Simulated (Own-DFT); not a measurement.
# Response to strain: wurtzite GaN, 96 atoms (Ga48N48)

These are calculations, not measurements. They come from Own-DFT, an in-house plane-wave density functional program, since retired, whose code no person has reviewed. Each row is one single-point run on a periodic cell that was not relaxed, without spin or spin-orbit coupling.

Settings of every run: PBE; PseudoDojo norm-conserving scalar-relativistic files (stringent for Ga); cutoff 96 hartree; 3 x 4 x 3 k mesh centred on Gamma; Gaussian smearing of 0.01 eV.

Known limits: forces on such cells passed a denser k mesh, each cell not checked; stress not checked against mesh or cutoff.

Unstrained cell vectors in Å: (12.756, 0.000, 0.000); (-4.783, 8.285, 0.000); (0.000, 0.000, 10.370). The unstrained cell has measured lattice constants (interpolated for alloys), not those of this functional. That, the random moves and any unrelaxed bonds set the pressure at no strain. Each run strains this cell uniformly, with the atoms carried along. Every atom was also moved at random, by a Gaussian of width 0.05 Å on each axis. Strain is the symmetric tensor, in per cent. Stress is positive in tension, and the pressure is minus a third of its trace.

| run | e_xx (%) | e_yy (%) | e_zz (%) | e_yz (%) | e_xz (%) | e_xy (%) | s_xx (GPa) | s_yy (GPa) | s_zz (GPa) | s_yz (GPa) | s_xz (GPa) | s_xy (GPa) | P (GPa) | E (meV/atom) |
|---|---|---|---|---|---|---|---|---|---|---|---|---|---|---|
| 1 | -0.67 | 0.65 | -1.01 | -1.44 | -1.70 | -0.53 | -10.46 | -4.24 | -12.62 | -2.84 | -3.25 | -1.17 | 9.11 | 11.9 |
| 2 | -0.74 | 1.53 | 1.19 | 1.05 | 0.06 | 1.13 | -9.49 | -1.14 | -1.34 | 2.28 | -0.74 | 4.41 | 3.99 | 12.6 |
| 3 | 0.60 | -1.12 | 1.92 | -1.58 | -0.84 | -1.04 | -4.01 | -10.90 | -0.49 | -3.38 | -1.79 | -4.26 | 5.13 | 17.0 |
| 4 | -1.35 | 0.61 | -0.03 | 1.08 | 0.85 | -1.38 | -13.66 | -5.56 | -7.76 | 1.72 | 3.21 | -3.31 | 8.99 | 22.0 |
| 5 | 0.51 | -1.67 | 0.77 | -0.31 | -0.10 | -0.96 | -5.64 | -11.01 | -6.41 | -0.07 | -0.41 | -3.45 | 7.69 | 0.6 |
| 6 | 1.95 | -1.16 | 0.94 | 1.06 | 0.38 | 0.43 | 0.52 | -10.27 | -3.06 | 2.35 | 0.77 | 1.45 | 4.27 | 7.1 |
| 7 | 0.37 | -0.14 | 0.59 | -0.47 | -0.71 | 1.88 | -5.48 | -8.04 | -4.18 | -0.60 | -1.60 | 5.10 | 5.90 | 8.2 |
| 8 | -0.57 | 0.33 | 1.39 | -0.48 | -1.70 | 0.07 | -8.25 | -6.66 | -1.23 | -0.90 | -3.41 | 1.20 | 5.38 | 13.3 |
| 9 | 0.92 | -0.91 | 0.99 | -1.66 | 1.95 | 1.37 | -3.44 | -9.14 | -3.72 | -4.51 | 3.41 | 3.62 | 5.43 | 16.2 |
| 10 | -1.66 | 1.56 | 1.22 | -0.54 | 0.41 | 0.91 | -11.61 | -2.32 | -1.13 | -1.47 | 0.48 | 3.31 | 5.02 | 0.0 |
| 11 | 0.41 | -0.83 | -0.78 | 0.10 | 1.35 | 0.21 | -6.97 | -11.28 | -11.49 | -0.51 | 2.44 | 1.42 | 9.91 | 19.7 |
| 12 | 1.63 | 0.22 | -0.07 | -1.82 | 1.73 | -1.38 | -1.66 | -4.36 | -6.40 | -3.66 | 3.67 | -4.76 | 4.14 | 15.6 |
| 13 | -0.86 | 0.14 | -0.32 | 1.10 | 0.80 | -1.43 | -10.84 | -8.12 | -9.27 | 2.88 | 2.23 | -5.33 | 9.41 | 15.0 |
| 14 | 1.78 | 1.45 | 0.89 | 1.31 | 1.28 | 1.91 | 1.05 | 0.04 | -0.71 | 2.63 | 2.43 | 4.46 | -0.13 | 11.1 |
| 15 | -0.82 | -0.87 | -0.47 | -1.54 | 0.65 | -1.45 | -14.06 | -12.69 | -10.37 | -3.25 | 1.73 | -4.89 | 12.37 | 36.8 |
| 16 | 1.57 | -1.58 | 0.72 | 1.97 | -0.32 | -0.93 | -1.65 | -12.51 | -3.75 | 4.19 | -0.63 | -3.13 | 5.97 | 5.7 |
| 17 | -0.50 | 0.92 | -1.98 | -1.52 | -0.09 | 0.14 | ? | ? | ? | ? | ? | ? | ? | ? |

E is the free energy for each atom above the lowest run shown.

## Worked fit

Each stress component was fitted by least squares to a constant and the strains of the runs shown, as fractions, with shears doubled. Shear strains stay in the fit of a normal stress only where such slopes are resolved. The slopes, in GPa:

| stress | at no strain | per e_xx | per e_yy | per e_zz | scatter |
|---|---|---|---|---|---|
| s_xx | -7.9 | 408 ± 20 | 62 ± 21 | 109 ± 24 | 0.78 |
| s_yy | -7.2 | 89 ± 25 | 398 ± 26 | 26 ± 31 | 0.98 |
| s_zz | -7.4 | 72 ± 16 | 107 ± 17 | 440 ± 19 | 0.62 |

Each shear stress against twice its own strain: yz 108 ± 5, xz 102 ± 6, xy 158 ± 11 GPa. These are stiffnesses along x, y and z of the frame in which the cell vectors are given, which need not be the crystal's axes. The atoms are held to the strained lattice; where symmetry lets them move under strain, relaxing them would lower some slopes. The table should be nearly symmetric about its diagonal, and what it lacks of that shows the noise. A ninth of its sum, 190 ± 5 GPa, estimates the bulk modulus near the mean pressure of these runs, 6.4 GPa, so it lies above the value at zero pressure.

## Withheld run

Question: what normal stresses and pressure should run 17 give?

The fit gives s_xx = -11.5, s_yy = -4.5, s_zz = -15.5 and P = 10.5 GPa. The calculation gave -10.61, -5.25, -15.98 and P = 10.61 GPa.
